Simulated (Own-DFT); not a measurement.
# Stretching a layer in its plane: wurtzite AlGaN with randomly placed atoms, 72 atoms (Al9Ga27N36)

The numbers are computed, not measured, by runs of the plane-wave DFT program Own-DFT (in-house, retired, unreviewed) at fixed positions, with no spin and no spin-orbit coupling.

Common settings: PBE; PseudoDojo norm-conserving scalar-relativistic files (stringent for Ga); cutoff 96 hartree; 4 x 4 x 3 k mesh centred on Gamma; Gaussian smearing of 0.01 eV.

Caveats: forces on such cells passed a denser k mesh, each cell not checked; stress not checked against mesh or cutoff.

Unstrained cell vectors in Å: (9.509, 0.000, 0.000); (-4.755, 8.235, 0.000); (0.000, 0.000, 10.268). The unstrained cell has measured lattice constants (interpolated for alloys), not those of this functional. That, the random moves and any unrelaxed bonds set the pressure at no strain. Each run strains x and y alike by e, as a substrate would, and holds the height along z. Random moves of width 0.05 Å per axis were added to every atom. The random placing of the alloy's atoms differs from row to row. Stress is positive in tension.

| e (%) | u (Å) | (s_xx + s_yy)/2 (GPa) | s_zz (GPa) |
|---|---|---|---|
| -3.00 | 0.047 | -27.43 | -10.33 |
| -2.75 | 0.048 | -25.07 | -11.10 |
| -2.50 | 0.049 | -23.93 | -10.26 |
| -1.25 | 0.047 | -14.78 | -8.30 |
| -0.75 | 0.051 | ? | ? |
| 0.25 | 0.049 | -4.47 | -7.74 |
| 0.75 | 0.050 | -3.76 | -3.79 |
| 1.00 | 0.046 | -1.46 | -5.41 |
| 1.25 | 0.048 | -0.79 | -5.25 |
| 1.75 | 0.053 | 1.57 | -5.44 |

## Analysis

With e as a fraction, the in-plane stress is -6.8 + 555 e - 4465 e² GPa (errors 20 and 1151, scatter 0.61), and s_zz is -6.9 + 132 e GPa (slope ± 19, scatter 1.02). At e = 0 the first slope is C11 + C12 and the second 2 C13, both with the ions held to the strained lattice and at the cell's own pressure. The term in e² is negative: the layer stiffens under compression and softens under tension. A free layer would change its height as e changes, and the in-plane slope would drop by 2 C13²/C33 to the biaxial modulus. At fixed height, a misfit of 1 % moves the in-plane stress by about 5.5 GPa and s_zz by 1.3 GPa.

## Withheld run

The question: what are the two stresses at e = -0.75 %?

The fit gives -11.2 and -7.8 GPa. The hidden result is -10.90 and -9.11 GPa.
